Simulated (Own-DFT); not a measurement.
# What a defect does to the pressure of its cell: C11b WSi2

Everything here is calculated. The program is Own-DFT (plane waves, in-house, since retired, never reviewed by a person); positions were held fixed, and spin and spin-orbit coupling were off.

Method: PBE; PseudoDojo norm-conserving scalar-relativistic files; cutoff 50 hartree; 5 x 5 x 5 k mesh centred on Gamma; cold (Marzari-Vanderbilt) smearing of 0.2 eV.

Caveats: forces on such cells failed a check on a denser k mesh; stress not checked against mesh or cutoff.

All runs share one cell, with vectors in Å (-2.148, -5.953, 3.409); (-6.444, 2.976, 1.136); (-2.553, -2.948, -6.757) and a volume of 403.2 Å³. u is the rms random offset of the atoms per axis. The defect's site can differ from row to row.

```
cell,formula,u (Å),P (GPa)
no defect,Si20W10,0.0197,4.27
no defect,Si20W10,0.0208,4.34
no defect,Si20W10,0.0484,5.47
one Si on a W site,Si21W9,0.0267,6.17
one Si on a W site,Si21W9,0.0319,6.26
one Si on a W site,Si21W9,0.0477,6.92
one W on a Si site,Si19W11,0.0269,9.83
one W on a Si site,Si19W11,0.0524,11.81
one W on a Si site,Si19W11,0.0544,10.66
one Si vacancy,Si19W10,0.0306,3.17
one Si vacancy,Si19W10,0.0316,2.97
one Si vacancy,Si19W10,0.0471,?
one Si vacancy,Si19W10,0.0488,4.36
one W vacancy,Si20W9,0.0293,3.18
one W vacancy,Si20W9,0.0319,3.48
one W vacancy,Si20W9,0.0442,4.28
```

## Worked fit

P = P0 + c u² + a shift for each defect gives P0 = 3.99 GPa, c = 665 ± 115 GPa/Å² and a scatter of 0.34 GPa. The shifts, and each times the cell's volume:

- one W on a Si site: 5.35 ± 0.31 GPa, 13.5 eV
- one Si on a W site: 1.57 ± 0.28 GPa, 3.9 eV
- one W vacancy: -1.19 ± 0.28 GPa, -3.0 eV
- one Si vacancy: -1.45 ± 0.29 GPa, -3.6 eV

A positive shift means that the defect pushes the cell outwards. Shift times volume (160.2 GPa Å³ is 1 eV) depends little on the cell's size, so, taken for each site, it can be compared between cells at like pressure. The atoms around the defects weren't relaxed, which would change these numbers.

## Check

The question: what pressure belongs in the blank (one Si vacancy, u = 0.0471 Å)?

The fit gives 4.02 ± 0.41 GPa. The hidden result is 4.83 GPa.
